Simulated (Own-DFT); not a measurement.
# One host, several defects: zincblende GaAs

Calculated, not measured: single-point runs of Own-DFT, a retired in-house plane-wave DFT program that no person has reviewed, on unrelaxed cells, without spin or spin-orbit coupling.

Common settings: PBE; PseudoDojo norm-conserving scalar-relativistic files; cutoff 42 hartree; 3 x 3 x 3 k mesh centred on Gamma; Fermi-Dirac smearing of 0.1 eV.

Keep in mind (not all hold for every row): not probed for a lower state with spin; forces on such cells failed a check on a denser k mesh; forces not confirmed at this smearing and k mesh; forces on such cells passed a denser k mesh, each cell not checked; stress not checked against mesh or cutoff.

All runs share one cell, with vectors in Å (11.307, 0.000, 0.000); (0.000, 11.307, 0.000); (0.000, 0.000, 11.307) and a volume of 1445.4 Å³. Atoms were moved at random from their sites; u is the rms move along one axis. The defect's site can differ from row to row.

| cell | formula | u (Å) | P (GPa) |
|---|---|---|---|
| no defect | As32Ga32 | 0.0204 | 3.52 |
| no defect | As32Ga32 | 0.0208 | 3.53 |
| no defect | As32Ga32 | 0.0491 | 4.01 |
| two Ga vacancies | As32Ga30 | 0.0269 | 2.93 |
| two Ga vacancies | As32Ga30 | 0.0295 | 2.98 |
| two Ga vacancies | As32Ga30 | 0.0315 | 2.90 |
| one In on a Ga site | As32Ga31In | 0.0295 | 4.31 |
| one In on a Ga site | As32Ga31In | 0.0299 | 4.31 |
| one In on a Ga site | As32Ga31In | 0.0451 | 4.56 |
| one Al on a Ga site | AlAs32Ga31 | 0.0482 | ? |
| one Al on a Ga site | AlAs32Ga31 | 0.0493 | 4.01 |
| one Al on a Ga site | AlAs32Ga31 | 0.0504 | 3.95 |
| one Al on a Ga site | AlAs32Ga31 | 0.0511 | 4.00 |
| two As vacancies | As30Ga32 | 0.0303 | 3.27 |
| two As vacancies | As30Ga32 | 0.0522 | 3.53 |
| two As vacancies | As30Ga32 | 0.0537 | 3.51 |

## Working it out

P = P0 + c u² + a shift for each defect gives P0 = 3.48 GPa, c = 192 ± 22 GPa/Å² and a scatter of 0.05 GPa. The shifts, and each times the cell's volume:

- one In on a Ga site: 0.67 ± 0.04 GPa, 6.0 eV
- one Al on a Ga site: 0.02 ± 0.06 GPa, 0.2 eV (not resolved)
- two As vacancies: -0.46 ± 0.05 GPa, -4.2 eV (-2.1 eV for each of its 2 sites)
- two Ga vacancies: -0.70 ± 0.04 GPa, -6.4 eV (-3.2 eV for each of its 2 sites)

Positive is outwards. The product with the volume (160.2 GPa Å³ to the eV) is nearly free of the cell's size; divided by the bulk modulus at the cell's pressure it gives the volume that the defect adds. The atoms around the defects weren't relaxed, which would change these numbers.

## Prediction

Question: what pressure belongs in the blank (one Al on a Ga site, u = 0.0482 Å)?

The fitted form gives 3.95 ± 0.06 GPa. The run itself gave 3.93 GPa.
